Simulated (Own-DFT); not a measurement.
## Calculated data, InAs (zincblende, strongly disordered by large displacements)

A calculation, not a measurement: plane-wave PBE density functional theory by an unreviewed code, no spin, of a simulated periodic cell, stress positive in tension, free energy of the whole cell less one offset for each atom, forces on such cells passed a denser k mesh, this cell's mesh not checked; broken bonds can close the gap or carry spin, so checks made on this kind of crystal may not hold here; offsets are fitted by least squares, one for each functional and potential file, so energies compare only between cells with the same atoms and settings and are not formation energies; the far tail of each file's local potential was reset to the Coulomb form; each entry is a single point on an unrelaxed cell, so the pressure reflects the starting lattice, mostly measured values (interpolated for alloys), from which strain is counted, and rises with the displacements; printed positions are rounded, which can move forces by about a meV/angstrom; the program, named Own-DFT, is a retired in-house code; no spin-orbit coupling. Program: Own-DFT development build.

Common to all runs: functional PBE; potential files PseudoDojo norm-conserving, scalar-relativistic, standard set; wave cutoff 42 hartree; occupations Fermi-Dirac; smearing width 0.1 eV; hardware one NVIDIA H200; k mesh 3 x 3 x 3 centred on Gamma.

```yaml
- entry: 1
  formula: InAs
  kind: "zincblende, strongly disordered by large displacements"
  structure:
    cell_angstrom: [[12.1166, 0.0, 0.0], [0.0, 12.1166, 0.0], [0.0, 0.0, 12.1166]]
    atoms_fractional:
      - [In, 0.93444, 0.01854, 0.99777]
      - [In, 0.99281, 0.23236, 0.25525]
      - [In, 0.22049, 0.99387, 0.32101]
      - [In, 0.22882, 0.27806, 0.00118]
      - [As, 0.08447, 0.1051, 0.18829]
      - [As, 0.09245, 0.32799, 0.3544]
      - [As, 0.34433, 0.10234, 0.36797]
      - [As, 0.33698, 0.42374, 0.10623]
      - [In, 0.9671, 0.99979, 0.52865]
      - [In, 0.97751, 0.26138, 0.77228]
      - [In, 0.24532, 0.97242, 0.76967]
      - [In, 0.26909, 0.23321, 0.51511]
      - [As, 0.10759, 0.10495, 0.61001]
      - [As, 0.11535, 0.43037, 0.86406]
      - [As, 0.38004, 0.0917, 0.88343]
      - [As, 0.36002, 0.3979, 0.58839]
      - [In, 0.99304, 0.49741, 0.96495]
      - [In, 0.96662, 0.7234, 0.26469]
      - [In, 0.21159, 0.47753, 0.2574]
      - [In, 0.1968, 0.72894, 0.98275]
      - [As, 0.11572, 0.58342, 0.11022]
      - [As, 0.12105, 0.88104, 0.39879]
      - [As, 0.39471, 0.61979, 0.36391]
      - [As, 0.37469, 0.85774, 0.10414]
      - [In, 0.05303, 0.50157, 0.50613]
      - [In, 0.98263, 0.76753, 0.73008]
      - [In, 0.24284, 0.48883, 0.74144]
      - [In, 0.31545, 0.75483, 0.49071]
      - [As, 0.12113, 0.62409, 0.60441]
      - [As, 0.12441, 0.8478, 0.87886]
      - [As, 0.43842, 0.59694, 0.88403]
      - [As, 0.3677, 0.91497, 0.60731]
      - [In, 0.49702, 0.00058, 0.96898]
      - [In, 0.49246, 0.21961, 0.27367]
      - [In, 0.80358, 0.01129, 0.27187]
      - [In, 0.73375, 0.24634, 0.97482]
      - [As, 0.65428, 0.09671, 0.14488]
      - [As, 0.62625, 0.3706, 0.36223]
      - [As, 0.90828, 0.11483, 0.38565]
      - [As, 0.85673, 0.35017, 0.13674]
      - [In, 0.49592, 0.98106, 0.51512]
      - [In, 0.47835, 0.27549, 0.7437]
      - [In, 0.73148, 0.00777, 0.76748]
      - [In, 0.73643, 0.26022, 0.49062]
      - [As, 0.67467, 0.13012, 0.60231]
      - [As, 0.59806, 0.34904, 0.89791]
      - [As, 0.85752, 0.14693, 0.87587]
      - [As, 0.86189, 0.36018, 0.62693]
      - [In, 0.48816, 0.45528, 0.03239]
      - [In, 0.49444, 0.80155, 0.21527]
      - [In, 0.68663, 0.51741, 0.20989]
      - [In, 0.74209, 0.76148, 0.97829]
      - [As, 0.65179, 0.66505, 0.09489]
      - [As, 0.60208, 0.80175, 0.34416]
      - [As, 0.86773, 0.58756, 0.35271]
      - [As, 0.8379, 0.86759, 0.16466]
      - [In, 0.49582, 0.5596, 0.51106]
      - [In, 0.48389, 0.7509, 0.78944]
      - [In, 0.71563, 0.47432, 0.78126]
      - [In, 0.73767, 0.75003, 0.57872]
      - [As, 0.61895, 0.62229, 0.64164]
      - [As, 0.64456, 0.9081, 0.87576]
      - [As, 0.85538, 0.636, 0.87557]
      - [As, 0.83956, 0.88366, 0.63013]
  results:
    "free_energy_of_cell_above_offsets [eV]": "34.780"
    "pressure [GPa]": 15.79
    "stress_xx [GPa]": -16.32
    "stress_yy [GPa]": -15.82
    "stress_zz [GPa]": -15.22
    "stress_yz [GPa]": 2.69
    "stress_xz [GPa]": 0.19
    "stress_xy [GPa]": -2.86
    force_element: [In, In, In, In, As, As, As, As, In, In, In, In, As, As, As, As, In, In, In, In, As, As, As, As, In, In, In, In, As, As, As, As, In, In, In, In, As, As, As, As, In, In, In, In, As, As, As, As, In, In, In, In, As, As, As, As, In, In, In, In, As, As, As, As]
    "force_x [eV/angstrom]": [2.166, -10.33, -0.812, -0.697, 5.869, 7.339, 8.218, -6.458, 0.762, 2.775, -0.56, -2.051, 2.583, 3.669, -6.892, 1.147, -7.822, 2.579, 0.382, 5.101, -0.99, -6.419, -2.092, -7.065, -5.377, 0.885, 3.13, -2.602, 4.455, -4.89, -2.853, -6.407, 5.154, 1.056, -3.824, 0.461, -1.818, -1.734, -1.471, -0.642, 8.642, -0.521, 4.79, 2.827, -4.165, -2.268, 0.758, 0.257, 8.137, -1.236, 2.157, 3.641, -5.779, 7.833, -1.622, 1.395, 0.681, 1.119, 1.599, -1.725, -0.715, -4.635, 1.317, 3.593]
    "force_y [eV/angstrom]": [-2.744, 3.992, 0.639, -1.73, -7.812, 7.171, 5.85, -2.421, -2.231, 1.004, 1.243, -0.955, 2.113, -6.807, 7.318, 0.367, 2.815, 2.315, 0.179, -5.592, 2.075, -8.75, 0.133, 3.172, -7.551, -1.813, 2.441, 0.386, 7.758, 5.849, -2.584, -4.341, -4.385, 0.172, 1.466, -0.368, 0.9, 1.342, 2.562, 1.396, 4.169, -1.577, 6.116, 2.67, -4.074, 1.584, -1.928, 1.999, 2.543, -2.791, -2.802, 4.352, -2.532, 0.84, -2.454, -4.138, -3.106, 3.803, 0.903, -3.47, -1.743, -6.615, -1.215, 4.89]
    "force_z [eV/angstrom]": [3.408, -4.251, -8.144, -0.079, -6.799, 8.061, 2.792, 3.902, -0.419, -2.172, -0.889, -0.83, 3.551, -3.014, -5.098, 1.113, 6.341, -1.607, 2.259, 5.487, 0.689, 4.879, -4.421, -5.963, -6.404, 0.716, -2.417, 0.176, 5.836, -4.656, 0.767, 6.317, 7.338, -1.213, 0.637, 5.838, -1.024, -0.255, 2.928, -1.51, -6.029, -1.109, -6.328, -2.937, 3.162, -1.553, -2.743, 0.392, -2.272, -3.217, 1.971, -2.895, 3.793, 10.26, 2.59, -4.399, -0.118, -2.647, -1.274, -5.107, 4.041, 4.476, -2.198, 2.276]
    "wall_time [s]": 1237.0
- entry: 2
  formula: InAs
  kind: "zincblende, strongly disordered by large displacements"
  structure:
    cell_angstrom: [[12.1166, 0.0, 0.0], [0.0, 12.1166, 0.0], [0.0, 0.0, 12.1166]]
    atoms_fractional:
      - [In, 0.99113, 0.02899, 0.02398]
      - [In, 0.01217, 0.27296, 0.23356]
      - [In, 0.26181, 0.01748, 0.23483]
      - [In, 0.27917, 0.20326, 0.02128]
      - [As, 0.0947, 0.15607, 0.10687]
      - [As, 0.12102, 0.37823, 0.36429]
      - [As, 0.33579, 0.12537, 0.3481]
      - [As, 0.34894, 0.36307, 0.16997]
      - [In, 0.02241, 0.98751, 0.52473]
      - [In, 0.03879, 0.25714, 0.77094]
      - [In, 0.26295, 0.05218, 0.78374]
      - [In, 0.2734, 0.22658, 0.49908]
      - [As, 0.20219, 0.1251, 0.61939]
      - [As, 0.17403, 0.35313, 0.89252]
      - [As, 0.41597, 0.18276, 0.90637]
      - [As, 0.36295, 0.3478, 0.58613]
      - [In, 0.98561, 0.49072, 0.96685]
      - [In, 0.00599, 0.74561, 0.25771]
      - [In, 0.22133, 0.48271, 0.26795]
      - [In, 0.25099, 0.7451, 0.00838]
      - [As, 0.11158, 0.60719, 0.13233]
      - [As, 0.15325, 0.89798, 0.37941]
      - [As, 0.38493, 0.5839, 0.3349]
      - [As, 0.3551, 0.86109, 0.1161]
      - [In, 0.00889, 0.45963, 0.52076]
      - [In, 0.96217, 0.73807, 0.77655]
      - [In, 0.24765, 0.53276, 0.69189]
      - [In, 0.21687, 0.77826, 0.50933]
      - [As, 0.11077, 0.63651, 0.6637]
      - [As, 0.12627, 0.85432, 0.8853]
      - [As, 0.37487, 0.64492, 0.81962]
      - [As, 0.37827, 0.89401, 0.63917]
      - [In, 0.52445, 0.97827, 0.00069]
      - [In, 0.50476, 0.28999, 0.19586]
      - [In, 0.75029, 0.01511, 0.2783]
      - [In, 0.75652, 0.27814, 0.9967]
      - [As, 0.6248, 0.16954, 0.10974]
      - [As, 0.66944, 0.39138, 0.3958]
      - [As, 0.87062, 0.06276, 0.40532]
      - [As, 0.95712, 0.33868, 0.06434]
      - [In, 0.52199, 0.99849, 0.53419]
      - [In, 0.51607, 0.26467, 0.76867]
      - [In, 0.73077, 0.99344, 0.72781]
      - [In, 0.84778, 0.20879, 0.49721]
      - [As, 0.63091, 0.12913, 0.62452]
      - [As, 0.59952, 0.38103, 0.86164]
      - [As, 0.84315, 0.13529, 0.87571]
      - [As, 0.85593, 0.37083, 0.60687]
      - [In, 0.48314, 0.46399, 0.9804]
      - [In, 0.53752, 0.75633, 0.26048]
      - [In, 0.76573, 0.52655, 0.27027]
      - [In, 0.73951, 0.73042, 0.01146]
      - [As, 0.61302, 0.57838, 0.13475]
      - [As, 0.61458, 0.83234, 0.39677]
      - [As, 0.86151, 0.63068, 0.42216]
      - [As, 0.83935, 0.84658, 0.09409]
      - [In, 0.48961, 0.50786, 0.48931]
      - [In, 0.48163, 0.70794, 0.70198]
      - [In, 0.75437, 0.49976, 0.75412]
      - [In, 0.75472, 0.74962, 0.491]
      - [As, 0.6041, 0.62513, 0.61014]
      - [As, 0.65555, 0.85673, 0.87933]
      - [As, 0.88692, 0.61201, 0.89045]
      - [As, 0.84719, 0.87, 0.63381]
  results:
    "free_energy_of_cell_above_offsets [eV]": "30.677"
    "pressure [GPa]": 14.81
    "stress_xx [GPa]": -14.23
    "stress_yy [GPa]": -15.11
    "stress_zz [GPa]": -15.08
    "stress_yz [GPa]": -2.23
    "stress_xz [GPa]": -0.09
    "stress_xy [GPa]": -0.69
    force_element: [In, In, In, In, As, As, As, As, In, In, In, In, As, As, As, As, In, In, In, In, As, As, As, As, In, In, In, In, As, As, As, As, In, In, In, In, As, As, As, As, In, In, In, In, As, As, As, As, In, In, In, In, As, As, As, As, In, In, In, In, As, As, As, As]
    "force_x [eV/angstrom]": [-3.561, -1.735, -3.945, -4.267, 4.51, -3.857, 6.221, -5.837, 0.916, -1.354, 1.343, -1.778, -7.282, 0.158, 2.375, 5.37, 6.913, -0.978, 3.109, -1.822, 0.383, -2.471, 0.334, 3.809, 1.196, 1.803, 6.754, 2.301, -6.594, -1.168, -6.042, -1.191, -0.452, 5.921, -4.561, 0.301, 1.448, -0.694, 4.555, -2.978, -1.814, -3.491, -0.12, -2.501, 0.744, 8.945, 1.697, -0.742, -3.845, -4.96, 0.039, -4.689, -0.009, 0.634, 7.318, 6.334, 0.183, 0.69, -1.031, -2.678, 7.688, -1.835, -7.039, 3.325]
    "force_y [eV/angstrom]": [-4.884, 0.083, -4.952, 1.652, -0.242, -5.24, 4.189, 2.073, -0.348, -0.884, -2.577, 1.187, -4.584, 2.061, -4.458, 7.544, -1.45, 0.812, 6.139, -3.217, 0.198, 0.943, 2.611, 2.484, 2.638, 4.268, -6.655, -2.912, 4.29, 2.278, -4.151, -0.686, 0.456, -1.64, -2.18, 0.986, -3.88, -1.573, -4.142, -2.971, -1.769, -5.628, 0.833, 5.519, 3.991, 5.342, -1.251, 0.101, 3.173, -4.375, -0.469, -7.044, 1.209, 7.073, -5.549, 6.994, -2.152, 8.418, 0.445, 3.384, -3.499, 0.792, 2.646, -1.447]
    "force_z [eV/angstrom]": [-3.57, 5.012, -6.027, 3.835, 1.002, 6.589, 3.284, -3.511, 1.361, -0.871, 3.179, -9.093, 3.826, -0.331, -1.239, 5.512, 1.571, 0.41, -4.136, -1.813, -1.296, -3.059, -0.011, 2.461, -0.377, -2.564, 1.778, 3.016, -3.515, -0.645, 9.016, 0.49, 0.11, 4.172, -5.286, -0.17, 0.084, 0.024, -1.075, -0.343, -2.436, -9.762, 3.302, 3.129, 0.081, 2.61, -1.314, 2.264, 3.1, -7.203, -0.376, -2.443, -0.852, 4.334, -3.803, 5.955, -0.222, -1.634, -0.369, 4.714, -3.312, -1.672, -1.339, -0.553]
    "wall_time [s]": 1238.0
- entry: 3
  formula: InAs
  kind: "zincblende, strongly disordered by large displacements"
  structure:
    cell_angstrom: [[12.1166, 0.0, 0.0], [0.0, 12.1166, 0.0], [0.0, 0.0, 12.1166]]
    atoms_fractional:
      - [In, 0.98132, 0.99983, 0.98927]
      - [In, 0.00391, 0.22581, 0.26824]
      - [In, 0.22073, 0.01217, 0.2559]
      - [In, 0.24081, 0.27254, 0.99804]
      - [As, 0.1101, 0.11385, 0.1557]
      - [As, 0.15059, 0.40776, 0.39605]
      - [As, 0.36106, 0.15028, 0.36977]
      - [As, 0.39447, 0.39641, 0.13575]
      - [In, 0.00577, 0.02519, 0.49103]
      - [In, 0.99056, 0.25072, 0.74752]
      - [In, 0.24346, 0.98845, 0.77376]
      - [In, 0.25785, 0.24021, 0.49366]
      - [As, 0.13925, 0.15266, 0.61161]
      - [As, 0.12689, 0.36603, 0.87316]
      - [As, 0.36579, 0.11412, 0.87532]
      - [As, 0.39301, 0.3969, 0.63151]
      - [In, 0.00172, 0.47437, 0.98068]
      - [In, 0.00923, 0.75759, 0.21513]
      - [In, 0.27153, 0.49764, 0.25279]
      - [In, 0.23248, 0.74264, 0.00911]
      - [As, 0.10825, 0.63217, 0.13359]
      - [As, 0.12187, 0.87436, 0.38575]
      - [As, 0.36774, 0.6231, 0.35631]
      - [As, 0.368, 0.89183, 0.1154]
      - [In, 0.99407, 0.54043, 0.48535]
      - [In, 0.0041, 0.75615, 0.78239]
      - [In, 0.23989, 0.51052, 0.77883]
      - [In, 0.24961, 0.73774, 0.48274]
      - [As, 0.13525, 0.6295, 0.64824]
      - [As, 0.13528, 0.88515, 0.87591]
      - [As, 0.38487, 0.62315, 0.85052]
      - [As, 0.3658, 0.87315, 0.60429]
      - [In, 0.4681, 0.99569, 0.00386]
      - [In, 0.50068, 0.22795, 0.27471]
      - [In, 0.73135, 0.00153, 0.25671]
      - [In, 0.74939, 0.23821, 0.98168]
      - [As, 0.60208, 0.12795, 0.16365]
      - [As, 0.60996, 0.37152, 0.37112]
      - [As, 0.88173, 0.13401, 0.36448]
      - [As, 0.85399, 0.3668, 0.14154]
      - [In, 0.50968, 0.99931, 0.47217]
      - [In, 0.48823, 0.23836, 0.77087]
      - [In, 0.74189, 0.01689, 0.74523]
      - [In, 0.77665, 0.27013, 0.48594]
      - [As, 0.60222, 0.14329, 0.65046]
      - [As, 0.65418, 0.40109, 0.89535]
      - [As, 0.88073, 0.12159, 0.8734]
      - [As, 0.8882, 0.39275, 0.64209]
      - [In, 0.50838, 0.48731, 0.00678]
      - [In, 0.52063, 0.74987, 0.27431]
      - [In, 0.76214, 0.5159, 0.26735]
      - [In, 0.71609, 0.72019, 0.00624]
      - [As, 0.61661, 0.61597, 0.13023]
      - [As, 0.63765, 0.89948, 0.37252]
      - [As, 0.88885, 0.63073, 0.36858]
      - [As, 0.88762, 0.87357, 0.1488]
      - [In, 0.48077, 0.48075, 0.49779]
      - [In, 0.51504, 0.74088, 0.7203]
      - [In, 0.71739, 0.51571, 0.74347]
      - [In, 0.74945, 0.77148, 0.4721]
      - [As, 0.62195, 0.60594, 0.6195]
      - [As, 0.61015, 0.89515, 0.89465]
      - [As, 0.87265, 0.63283, 0.83814]
      - [As, 0.85536, 0.89038, 0.62034]
  results:
    "free_energy_of_cell_above_offsets [eV]": "2.061"
    "pressure [GPa]": 9.8
    "stress_xx [GPa]": -10.41
    "stress_yy [GPa]": -9.5
    "stress_zz [GPa]": -9.49
    "stress_yz [GPa]": 2.44
    "stress_xz [GPa]": 3.11
    "stress_xy [GPa]": 0.96
    force_element: [In, In, In, In, As, As, As, As, In, In, In, In, As, As, As, As, In, In, In, In, As, As, As, As, In, In, In, In, As, As, As, As, In, In, In, In, As, As, As, As, In, In, In, In, As, As, As, As, In, In, In, In, As, As, As, As, In, In, In, In, As, As, As, As]
    "force_x [eV/angstrom]": [1.643, 2.211, 4.804, 2.368, -1.58, -1.316, -0.33, -0.984, -0.083, 1.127, 2.892, 0.091, -2.637, -0.714, -1.072, -4.221, -2.696, 0.51, -3.403, 1.964, 3.603, -0.688, 2.854, -3.341, 4.068, 1.57, 0.352, -0.319, -1.335, -3.721, 1.103, 0.966, 3.449, -0.759, 4.891, -0.402, 3.049, 2.035, -4.823, 1.524, -3.494, -0.762, -0.95, -1.088, 2.528, -0.832, -0.836, -1.33, -0.626, -1.165, -1.945, 2.841, -0.827, -2.199, -2.598, -5.331, 2.641, -1.385, 4.259, 1.57, -1.808, 1.525, -2.506, 1.669]
    "force_y [eV/angstrom]": [-1.627, 6.613, -3.846, -2.287, 2.395, -1.194, -5.169, -3.65, -1.148, -0.425, 2.825, 5.195, -2.824, -0.268, 2.073, -3.884, 2.1, 1.02, -0.909, 0.279, -5.987, -0.249, 2.174, -3.905, -3.604, 2.027, -1.352, 0.131, 1.027, -2.616, 1.125, 0.415, 2.754, 5.023, 2.898, 0.382, -2.871, 1.206, -3.203, -0.524, 2.451, 3.309, -0.782, 0.536, -1.572, -1.747, 0.753, 1.067, 1.664, 0.294, -1.792, 3.123, -0.967, -4.131, 4.594, 3.999, 3.072, 2.504, -2.773, -2.173, 2.884, -1.606, -2.538, -0.287]
    "force_z [eV/angstrom]": [2.452, -1.85, 2.701, 2.934, -6.927, -0.118, -0.82, -0.096, 1.414, -0.57, -5.65, 1.734, 3.443, -2.297, 1.103, 5.006, 2.188, 5.741, -1.851, -0.575, -3.049, -0.641, 2.524, 4.73, 5.142, -2.892, -1.671, 1.465, -1.681, 3.876, 2.781, 0.55, -1.328, 0.38, -4.013, 2.298, -6.375, 0.525, 2.889, -0.879, 3.555, 0.658, 0.341, 1.438, -3.758, -0.224, -1.356, -1.525, -2.043, -1.52, -1.245, -2.941, 3.308, 1.242, -2.819, -3.291, -3.994, 1.16, 2.259, 2.44, -6.011, -1.435, 3.149, 0.014]
    "wall_time [s]": 1179.0
```
